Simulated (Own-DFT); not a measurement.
# Computed records: SiC (twinned 3C silicon carbide, strained, atoms displaced)

Computed with Own-DFT development build. A calculation, not a measurement: plane-wave PBE density functional theory by an unreviewed code, no spin, of a simulated periodic cell, stress positive in tension, free energy of the whole cell less one offset for each atom, forces on such cells passed a denser k mesh, this cell's mesh not checked; offsets are fitted by least squares, one for each functional and potential file, so energies compare only between cells with the same atoms and settings and are not formation energies; the far tail of each file's local potential was reset to the Coulomb form; each entry is a single point on an unrelaxed cell, so the pressure reflects the starting lattice, mostly measured values (interpolated for alloys), from which strain is counted, and rises with the displacements; printed positions are rounded, which can move forces by about a meV/angstrom; the program, named Own-DFT, is a retired in-house code; no spin-orbit coupling.

Settings shared by all entries: functional PBE; potential files PseudoDojo norm-conserving, scalar-relativistic, standard set; wave cutoff 42 hartree; occupations Fermi-Dirac; smearing width 0.1 eV; hardware one NVIDIA H100; k mesh 5 x 5 x 2 centred on Gamma.

(1) 
```cif
# cell vector a (Å): 4.5046 -4.4393 -0.0940
# cell vector b (Å): 0.0203 4.3656 -4.3484
# cell vector c (Å): 8.5926 8.6501 8.5752
data_SiC
_symmetry_space_group_name_H-M 'P 1'
_symmetry_Int_Tables_number 1
_cell_length_a 6.3252
_cell_length_b 6.1618
_cell_length_c 14.9061
_cell_angle_alpha 89.595
_cell_angle_beta 90.304
_cell_angle_gamma 118.975
_cell_volume 508.22
loop_
_atom_site_label
_atom_site_type_symbol
_atom_site_fract_x
_atom_site_fract_y
_atom_site_fract_z
_atom_site_occupancy
Si1 Si 0.99973 0.00052 0.43637 1
C1 C 0.99325 0.98974 0.06260 1
Si2 Si 0.15547 0.31039 0.09602 1
C2 C 0.17435 0.33359 0.22904 1
Si3 Si 0.31976 0.15634 0.26733 1
C3 C 0.33803 0.17127 0.39930 1
Si4 Si 0.99967 0.50573 0.44388 1
C4 C 0.99211 0.51148 0.06060 1
Si5 Si 0.17281 0.82806 0.10222 1
C5 C 0.16132 0.83969 0.23015 1
Si6 Si 0.33195 0.67511 0.27381 1
C6 C 0.33325 0.65619 0.39214 1
Si7 Si 0.51457 0.00449 0.44059 1
C7 C 0.50125 0.00209 0.06323 1
Si8 Si 0.66517 0.31762 0.10036 1
C8 C 0.67248 0.34335 0.23055 1
Si9 Si 0.83724 0.17711 0.27075 1
C9 C 0.84085 0.17207 0.39452 1
Si10 Si 0.50613 0.51641 0.43637 1
C10 C 0.48299 0.49211 0.06101 1
Si11 Si 0.65652 0.84086 0.10716 1
C11 C 0.66272 0.84024 0.22824 1
Si12 Si 0.84804 0.67177 0.27209 1
C12 C 0.83578 0.66756 0.39122 1
Si13 Si 0.98404 0.99590 0.93212 1
C13 C 0.00884 0.01004 0.56094 1
Si14 Si 0.84766 0.68033 0.60409 1
C14 C 0.83339 0.66572 0.73291 1
Si15 Si 0.66891 0.83996 0.77104 1
C15 C 0.65337 0.81673 0.89519 1
Si16 Si 0.98639 0.49889 0.94102 1
C16 C 0.01758 0.50676 0.56073 1
Si17 Si 0.82684 0.16538 0.60290 1
C17 C 0.82669 0.16144 0.73417 1
Si18 Si 0.65756 0.32358 0.77188 1
C18 C 0.67026 0.33458 0.89531 1
Si19 Si 0.50735 0.00155 0.93791 1
C19 C 0.50575 0.98758 0.56520 1
Si20 Si 0.32760 0.67174 0.60857 1
C20 C 0.34372 0.67008 0.73387 1
Si21 Si 0.16760 0.86302 0.76988 1
C21 C 0.18278 0.83384 0.89669 1
Si22 Si 0.49825 0.49536 0.93515 1
C22 C 0.50432 0.49006 0.55881 1
Si23 Si 0.32769 0.14566 0.60548 1
C23 C 0.33108 0.15428 0.72995 1
Si24 Si 0.17384 0.34175 0.76867 1
C24 C 0.15317 0.31383 0.90162 1
_calc_free_energy_of_cell_above_offsets '-3.118'  # eV
_calc_pressure 0.54  # GPa
_calc_stress_xx 3.81  # GPa
_calc_stress_yy -0.06  # GPa
_calc_stress_zz -5.35  # GPa
_calc_stress_yz -0.33  # GPa
_calc_stress_xz -7.73  # GPa
_calc_stress_xy -8.04  # GPa
_calc_wall_time 203.8  # s
```

Force:
```
element  x (eV/Å)  y (eV/Å)  z (eV/Å)
     Si     0.562    -1.052    -1.038
      C    -1.354    -0.311     0.379
     Si     1.881     2.297    -0.912
      C    -1.628     1.043     -0.91
     Si     3.227     0.932    -0.897
      C    -0.566    -0.793    -0.019
     Si    -1.869    -3.183    -2.199
      C     0.528    -0.942     2.515
     Si    -0.524     1.821    -0.317
      C    -0.122      -2.1     0.485
     Si    -1.099    -2.459    -0.846
      C      1.28      3.33     0.064
     Si    -2.199    -0.421    -0.836
      C    -1.142    -0.387     0.396
     Si     1.314     3.638    -1.665
      C    -1.119    -0.748     0.284
     Si    -0.424    -1.042    -0.229
      C     0.643     1.384     0.955
     Si    -0.499    -2.088     1.474
      C     1.133    -0.512    -0.174
     Si     0.227    -2.984     1.189
      C     1.286     0.703     1.019
     Si    -3.082     0.234    -1.038
      C      1.82     1.894     1.305
     Si     1.628    -0.982     2.687
      C     0.063      0.64     1.312
     Si    -1.543     0.203     1.252
      C    -0.277     -0.33    -0.889
     Si    -0.492    -0.777     1.268
      C     0.872     0.317    -1.383
     Si     0.249    -2.363    -1.857
      C     0.557     2.861     2.024
     Si     1.623    -0.158     0.295
      C     0.072    -1.023    -2.291
     Si     0.822    -0.266    -1.148
      C    -0.387     0.372     0.616
     Si    -1.044     0.098     0.289
      C    -0.094      0.95    -0.799
     Si     1.019    -3.035     1.136
      C    -1.408     0.653    -1.043
     Si    -0.123    -1.979     6.676
      C    -1.554     1.313    -0.315
     Si    -0.495     0.969     1.689
      C     1.676     1.841     0.677
     Si     0.128    -0.067    -3.075
      C     0.833     1.392    -4.286
     Si    -0.087     1.312     1.725
      C    -0.312    -0.194    -3.544
```

(2) 
```cif
# cell vector a (Å): 4.3076 -4.2780 0.1066
# cell vector b (Å): 0.0474 4.4320 -4.4382
# cell vector c (Å): 9.0329 8.7605 8.6782
data_SiC
_symmetry_space_group_name_H-M 'P 1'
_symmetry_Int_Tables_number 1
_cell_length_a 6.0719
_cell_length_b 6.2724
_cell_length_c 15.2856
_cell_angle_alpha 89.558
_cell_angle_beta 88.544
_cell_angle_gamma 120.324
_cell_volume 502.20
loop_
_atom_site_label
_atom_site_type_symbol
_atom_site_fract_x
_atom_site_fract_y
_atom_site_fract_z
_atom_site_occupancy
Si1 Si 0.99574 0.99270 0.43935 1
C1 C 0.99604 0.99486 0.06263 1
Si2 Si 0.17933 0.34218 0.09934 1
C2 C 0.16590 0.33333 0.22456 1
Si3 Si 0.33627 0.16604 0.27077 1
C3 C 0.31777 0.15627 0.39835 1
Si4 Si 0.98858 0.48717 0.43653 1
C4 C 0.00134 0.50384 0.06272 1
Si5 Si 0.16027 0.83820 0.09939 1
C5 C 0.15722 0.84240 0.22877 1
Si6 Si 0.32351 0.64586 0.27421 1
C6 C 0.35391 0.68151 0.39873 1
Si7 Si 0.50036 0.99942 0.43261 1
C7 C 0.50275 0.00439 0.06330 1
Si8 Si 0.65935 0.33138 0.10277 1
C8 C 0.65818 0.32797 0.22998 1
Si9 Si 0.84606 0.17678 0.26741 1
C9 C 0.83843 0.16033 0.39377 1
Si10 Si 0.49231 0.48998 0.43598 1
C10 C 0.49995 0.51105 0.06523 1
Si11 Si 0.66470 0.83621 0.10118 1
C11 C 0.66007 0.83315 0.22779 1
Si12 Si 0.84426 0.66960 0.26790 1
C12 C 0.85414 0.66793 0.39327 1
Si13 Si 0.99393 0.98731 0.93967 1
C13 C 0.00190 0.01307 0.56671 1
Si14 Si 0.83163 0.66403 0.60743 1
C14 C 0.82813 0.66293 0.73078 1
Si15 Si 0.66648 0.82714 0.77362 1
C15 C 0.67738 0.82073 0.89523 1
Si16 Si 0.00589 0.50494 0.93352 1
C16 C 0.00381 0.50440 0.56311 1
Si17 Si 0.83217 0.17601 0.60713 1
C17 C 0.83702 0.16166 0.72744 1
Si18 Si 0.65429 0.32210 0.76892 1
C18 C 0.66030 0.33846 0.89363 1
Si19 Si 0.50479 0.00184 0.94038 1
C19 C 0.52671 0.99981 0.56659 1
Si20 Si 0.34096 0.67041 0.60400 1
C20 C 0.33174 0.66336 0.73182 1
Si21 Si 0.14460 0.80801 0.77515 1
C21 C 0.14656 0.81553 0.89110 1
Si22 Si 0.50642 0.50256 0.93448 1
C22 C 0.49744 0.49829 0.56572 1
Si23 Si 0.32388 0.16546 0.60869 1
C23 C 0.33447 0.15447 0.72192 1
Si24 Si 0.16105 0.33643 0.77170 1
C24 C 0.14832 0.30902 0.88878 1
_calc_free_energy_of_cell_above_offsets '-3.649'  # eV
_calc_pressure 3.24  # GPa
_calc_stress_xx -4.09  # GPa
_calc_stress_yy -2.79  # GPa
_calc_stress_zz -2.85  # GPa
_calc_stress_yz -6.46  # GPa
_calc_stress_xz 4.12  # GPa
_calc_stress_xy 8.14  # GPa
_calc_wall_time 192.2  # s
```

Force:
```
element  x (eV/Å)  y (eV/Å)  z (eV/Å)
     Si    -0.301      0.95     1.176
      C     0.311    -0.008    -2.088
     Si     -1.61     2.071     1.853
      C     1.175    -0.801    -0.157
     Si    -1.207     1.206     1.018
      C     1.145    -1.584    -1.984
     Si     2.007      -0.3    -0.197
      C    -0.414    -0.728    -0.562
     Si     1.504     0.119     2.109
      C     1.481    -3.089    -0.824
     Si     0.397     0.723    -2.638
      C    -2.764    -0.925     1.648
     Si     1.797     1.426     0.893
      C    -0.638    -0.135     -0.57
     Si     1.037     0.465    -0.001
      C     1.291    -1.234    -1.629
     Si    -1.819     0.705     2.308
      C    -0.231     0.235    -1.081
     Si     1.844     0.196    -0.071
      C     0.094     -2.89    -1.224
     Si     0.882     1.543     1.478
      C     0.475    -0.552    -0.148
     Si    -1.993     2.326     1.289
      C    -1.811     1.436     0.657
     Si     0.221    -0.588    -1.167
      C    -1.206    -1.391     0.893
     Si    -0.249    -0.036    -1.242
      C    -0.817    -0.379     0.821
     Si    -0.748    -0.134    -1.241
      C    -1.056     2.612    -0.803
     Si    -0.681    -0.207     2.401
      C    -0.224     0.313    -0.065
     Si     1.422     -1.38     -0.41
      C     0.199     1.689     0.787
     Si     0.254     -0.53     -0.22
      C     0.558    -1.485     1.511
     Si    -1.357    -0.935    -0.776
      C    -4.453     1.554    -0.788
     Si      0.05     0.459     0.174
      C    -0.146     0.085    -0.023
     Si     0.138    -1.773    -3.564
      C     3.638     1.215    -0.233
     Si    -1.268     1.067     1.571
      C    -0.278    -1.032    -0.116
     Si    -0.468    -3.006     -1.62
      C     1.614     3.486     2.716
     Si    -0.754    -2.777    -0.216
      C     2.957      2.02     0.359
```

(3) 
```cif
# cell vector a (Å): 4.3364 -4.3028 0.1362
# cell vector b (Å): -0.0748 4.3642 -4.4707
# cell vector c (Å): 8.8765 8.5371 8.8998
data_SiC
_symmetry_space_group_name_H-M 'P 1'
_symmetry_Int_Tables_number 1
_cell_length_a 6.1104
_cell_length_b 6.2481
_cell_length_c 15.1948
_cell_angle_alpha 91.928
_cell_angle_beta 88.166
_cell_angle_gamma 121.084
_cell_volume 496.46
loop_
_atom_site_label
_atom_site_type_symbol
_atom_site_fract_x
_atom_site_fract_y
_atom_site_fract_z
_atom_site_occupancy
Si1 Si 0.00743 0.99898 0.44303 1
C1 C 0.99552 0.01516 0.06176 1
Si2 Si 0.16563 0.32793 0.10842 1
C2 C 0.17081 0.33483 0.23176 1
Si3 Si 0.33695 0.16620 0.27637 1
C3 C 0.32520 0.16233 0.39372 1
Si4 Si 0.00332 0.51207 0.43718 1
C4 C 0.99636 0.49593 0.06234 1
Si5 Si 0.18539 0.86593 0.10474 1
C5 C 0.17206 0.83006 0.22526 1
Si6 Si 0.33814 0.66975 0.27511 1
C6 C 0.32972 0.65535 0.39670 1
Si7 Si 0.50212 0.00755 0.43662 1
C7 C 0.49394 0.99107 0.06394 1
Si8 Si 0.66428 0.32135 0.10294 1
C8 C 0.66381 0.33599 0.22748 1
Si9 Si 0.83346 0.17600 0.26824 1
C9 C 0.82849 0.17143 0.39957 1
Si10 Si 0.49996 0.50250 0.43478 1
C10 C 0.49893 0.50329 0.06388 1
Si11 Si 0.66696 0.82617 0.10486 1
C11 C 0.65574 0.83286 0.22830 1
Si12 Si 0.83365 0.67034 0.26889 1
C12 C 0.82412 0.67079 0.40251 1
Si13 Si 0.00285 0.99793 0.93727 1
C13 C 0.98596 0.99039 0.56564 1
Si14 Si 0.83874 0.66219 0.60946 1
C14 C 0.82378 0.64697 0.73097 1
Si15 Si 0.66681 0.81252 0.76718 1
C15 C 0.67671 0.84069 0.89377 1
Si16 Si 0.00009 0.49978 0.93369 1
C16 C 0.99449 0.48852 0.56260 1
Si17 Si 0.82475 0.16280 0.60292 1
C17 C 0.84075 0.16607 0.73540 1
Si18 Si 0.68230 0.33824 0.77143 1
C18 C 0.66748 0.34060 0.89158 1
Si19 Si 0.49971 0.00049 0.93355 1
C19 C 0.47553 0.97441 0.56323 1
Si20 Si 0.34106 0.66399 0.60408 1
C20 C 0.33199 0.65848 0.73104 1
Si21 Si 0.17847 0.84900 0.77345 1
C21 C 0.17316 0.83669 0.88976 1
Si22 Si 0.49180 0.48626 0.93562 1
C22 C 0.49680 0.49937 0.56490 1
Si23 Si 0.33836 0.16059 0.60082 1
C23 C 0.33697 0.16222 0.72457 1
Si24 Si 0.18124 0.33911 0.77442 1
C24 C 0.17321 0.31564 0.88592 1
_calc_free_energy_of_cell_above_offsets '-3.865'  # eV
_calc_pressure 5.44  # GPa
_calc_stress_xx -6.3  # GPa
_calc_stress_yy -8.51  # GPa
_calc_stress_zz -1.52  # GPa
_calc_stress_yz -6.3  # GPa
_calc_stress_xz 7.56  # GPa
_calc_stress_xy 1.41  # GPa
_calc_wall_time 169.3  # s
```

Force:
```
element  x (eV/Å)  y (eV/Å)  z (eV/Å)
     Si    -2.034     1.713    -0.343
      C     0.766    -1.871     1.174
     Si    -0.124      1.18    -2.202
      C     0.218    -0.218     0.287
     Si     -2.43    -1.075    -1.198
      C     2.162     0.343      0.62
     Si    -0.731     0.561     1.955
      C     0.853    -0.265    -1.175
     Si    -3.407    -0.031     3.067
      C     1.119     1.867     0.497
     Si    -1.939    -0.208    -0.066
      C     0.509     0.664    -1.925
     Si    -0.496     0.035     1.709
      C     0.946    -2.058    -2.119
     Si     0.018     1.018    -1.349
      C     0.712    -0.027     0.341
     Si     0.447      0.47     1.435
      C      0.43    -1.631    -1.072
     Si     0.105     1.599     2.142
      C     -0.45     -1.71     0.861
     Si     -0.83     0.993    -0.441
      C     1.942    -0.967    -0.549
     Si     0.236     0.582     0.043
      C     0.328    -3.066    -1.963
     Si    -0.469    -0.113     -0.48
      C     1.072    -0.798    -0.281
     Si    -1.375     -0.52    -0.471
      C     1.755    -0.505    -2.069
     Si     0.989     2.657    -1.269
      C    -0.978    -0.016     1.524
     Si     0.914    -0.327     0.591
      C     0.437     0.331    -0.733
     Si     0.933     0.578     1.066
      C    -1.365    -1.568    -0.358
     Si    -2.049    -0.769     1.484
      C     0.919    -0.086     1.634
     Si     1.215    -0.299     0.048
      C     1.111    -0.671    -2.532
     Si    -1.184     1.259     2.089
      C     -0.18     0.323    -1.175
     Si    -2.106    -2.363    -0.344
      C     1.114     1.665     2.164
     Si     1.336     1.229    -1.402
      C    -0.054    -2.177     0.162
     Si    -0.419     2.265     0.338
      C      1.07     0.587    -0.186
     Si    -3.431    -2.828     -1.58
      C     2.396     4.247     2.055
```

(4) 
```cif
# cell vector a (Å): 4.3701 -4.4188 0.0678
# cell vector b (Å): -0.0394 4.4472 -4.3869
# cell vector c (Å): 8.6121 8.5738 8.5318
data_SiC
_symmetry_space_group_name_H-M 'P 1'
_symmetry_Int_Tables_number 1
_cell_length_a 6.2152
_cell_length_b 6.2469
_cell_length_c 14.8482
_cell_angle_alpha 89.776
_cell_angle_beta 89.796
_cell_angle_gamma 121.214
_cell_volume 493.02
loop_
_atom_site_label
_atom_site_type_symbol
_atom_site_fract_x
_atom_site_fract_y
_atom_site_fract_z
_atom_site_occupancy
Si1 Si 0.99968 0.99985 0.44290 1
C1 C 0.99903 0.99278 0.06192 1
Si2 Si 0.16602 0.32681 0.09991 1
C2 C 0.17812 0.35193 0.22991 1
Si3 Si 0.34656 0.16601 0.27125 1
C3 C 0.31148 0.14545 0.39482 1
Si4 Si 0.99121 0.50002 0.43566 1
C4 C 0.99981 0.50603 0.06056 1
Si5 Si 0.15570 0.83893 0.10146 1
C5 C 0.17914 0.82647 0.23192 1
Si6 Si 0.33149 0.67383 0.27064 1
C6 C 0.33841 0.67853 0.40166 1
Si7 Si 0.49765 0.99161 0.43709 1
C7 C 0.49054 0.99849 0.06627 1
Si8 Si 0.65720 0.32373 0.10214 1
C8 C 0.67571 0.35903 0.22446 1
Si9 Si 0.83501 0.17077 0.27159 1
C9 C 0.81154 0.14145 0.39420 1
Si10 Si 0.50531 0.51349 0.43837 1
C10 C 0.49860 0.49374 0.06250 1
Si11 Si 0.67771 0.83840 0.11045 1
C11 C 0.66630 0.82478 0.22692 1
Si12 Si 0.82108 0.65805 0.27009 1
C12 C 0.82704 0.67323 0.39774 1
Si13 Si 0.00521 0.00597 0.93969 1
C13 C 0.00052 0.99924 0.55970 1
Si14 Si 0.84489 0.67603 0.60670 1
C14 C 0.83511 0.66304 0.73041 1
Si15 Si 0.67082 0.83331 0.77091 1
C15 C 0.66085 0.82513 0.90018 1
Si16 Si 0.99307 0.49400 0.93698 1
C16 C 0.00309 0.50923 0.56455 1
Si17 Si 0.83255 0.16266 0.60236 1
C17 C 0.84075 0.15857 0.73096 1
Si18 Si 0.66816 0.34533 0.76905 1
C18 C 0.66685 0.32605 0.90091 1
Si19 Si 0.50592 0.00084 0.93910 1
C19 C 0.52289 0.01224 0.56223 1
Si20 Si 0.34278 0.67155 0.60417 1
C20 C 0.34474 0.67617 0.72972 1
Si21 Si 0.17460 0.83666 0.77531 1
C21 C 0.16952 0.83095 0.89575 1
Si22 Si 0.49230 0.49736 0.94031 1
C22 C 0.50763 0.50144 0.55936 1
Si23 Si 0.32637 0.17096 0.60650 1
C23 C 0.34762 0.16320 0.72605 1
Si24 Si 0.16464 0.32594 0.76933 1
C24 C 0.16112 0.33984 0.89746 1
_calc_free_energy_of_cell_above_offsets '-3.979'  # eV
_calc_pressure 7.34  # GPa
_calc_stress_xx -9.48  # GPa
_calc_stress_yy -3.04  # GPa
_calc_stress_zz -9.52  # GPa
_calc_stress_yz -7.45  # GPa
_calc_stress_xz -0.57  # GPa
_calc_stress_xy -5.08  # GPa
_calc_wall_time 181.4  # s
```

Force:
```
element  x (eV/Å)  y (eV/Å)  z (eV/Å)
     Si    -2.815    -1.609    -1.767
      C       0.2      1.69    -0.582
     Si     1.017      2.18    -0.438
      C    -1.188    -1.294     1.909
     Si    -1.565     1.183    -0.426
      C     2.754     0.009     -1.63
     Si     0.331      0.03     0.591
      C     0.084    -0.217     1.275
     Si     2.051    -1.522     2.489
      C    -2.573     2.245    -2.237
     Si     1.553     -1.18     1.245
      C    -2.691    -2.017     1.132
     Si     0.026     2.702     -0.76
      C     0.545    -1.543     0.178
     Si     0.698         0    -1.532
      C    -0.335     -1.58     3.948
     Si     -0.33    -1.113    -0.888
      C     2.557     0.319     -1.99
     Si    -1.977    -0.867     1.217
      C     0.736      0.79    -0.167
     Si    -3.864    -1.092    -0.894
      C     1.985     2.414     0.235
     Si     2.946      0.91    -1.838
      C    -0.056    -1.619     0.149
     Si    -1.624     -1.15    -0.053
      C     2.087     2.116     1.357
     Si    -1.535    -0.755     0.419
      C     1.004     0.844    -1.356
     Si     0.519     0.379     0.869
      C     0.395    -0.594    -1.304
     Si      0.73     0.489    -0.737
      C     0.109    -0.813       0.4
     Si     2.088       0.5    -0.762
      C     -0.98     0.799    -1.294
     Si     1.288    -1.384     2.576
      C    -2.007     0.213    -1.944
     Si    -0.473    -0.007     1.012
      C    -2.719     1.659     1.191
     Si    -0.283     -0.18    -0.581
      C    -0.824    -0.003     1.237
     Si     -1.07    -1.457    -0.674
      C     0.627      1.38     0.177
     Si     0.215    -1.079     -0.23
      C     1.152     1.946     1.254
     Si     0.133    -2.908    -1.441
      C    -0.252     2.651     0.898
     Si     1.332     0.117    -0.769
      C    -0.001    -1.581     0.539
```
